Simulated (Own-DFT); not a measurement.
# Biaxial strain at fixed height in wurtzite AlGaN with randomly placed atoms, 72 atoms (Al9Ga27N36)

Calculated, not measured: single-point runs of Own-DFT, a retired in-house plane-wave DFT program that no person has reviewed, on unrelaxed cells, without spin or spin-orbit coupling.

Common settings: PBE; PseudoDojo norm-conserving scalar-relativistic files; cutoff 42 hartree; 4 x 4 x 3 k mesh centred on Gamma; Fermi-Dirac smearing of 0.1 eV.

Limits: forces on such cells passed a denser k mesh, each cell not checked; stress not checked against mesh or cutoff.

Unstrained cell vectors in Å: (9.509, 0.000, 0.000); (-4.755, 8.235, 0.000); (0.000, 0.000, 10.268). The unstrained cell has measured lattice constants (interpolated for alloys), not those of this functional. That, the random moves and any unrelaxed bonds set the pressure at no strain. Each run strains x and y alike by e, as a substrate would, and holds the height along z. All atoms carry random offsets, Gaussian with a width of 0.05 Å per axis. The random placing of the alloy's atoms differs from row to row. Stress is positive in tension.

| e (%) | u (Å) | (s_xx + s_yy)/2 (GPa) | s_zz (GPa) |
|---|---|---|---|
| -3.00 | 0.046 | -26.16 | -13.02 |
| -2.50 | 0.049 | -22.80 | -13.12 |
| -1.75 | 0.045 | ? | ? |
| -0.50 | 0.053 | -11.26 | -8.34 |
| 0.75 | 0.048 | -3.06 | -6.73 |
| 1.25 | 0.053 | -0.94 | -6.51 |
| 1.75 | 0.049 | 1.07 | -5.25 |
| 2.25 | 0.052 | 3.72 | -5.45 |
| 2.50 | 0.052 | 4.69 | -4.84 |
| 2.75 | 0.048 | 6.50 | -5.38 |

## Fit

With e as a fraction, the in-plane stress is -7.9 + 559 e - 1729 e² GPa (errors 8 and 507, scatter 0.45), and s_zz is -8.5 + 149 e GPa (slope ± 12, scatter 0.71). At e = 0 the first slope is C11 + C12 and the second 2 C13, both with the ions held to the strained lattice and at the cell's own pressure. The term in e² is negative: the layer stiffens under compression and softens under tension. A free layer would change its height as e changes, and the in-plane slope would drop by 2 C13²/C33 to the biaxial modulus. At fixed height, a misfit of 1 % moves the in-plane stress by about 5.6 GPa and s_zz by 1.5 GPa.

## Test on the hidden row

Asked: what are the two stresses at e = -1.75 %?

The fitted form gives -18.2 and -11.1 GPa. DFT gave -17.07 and -11.04 GPa.
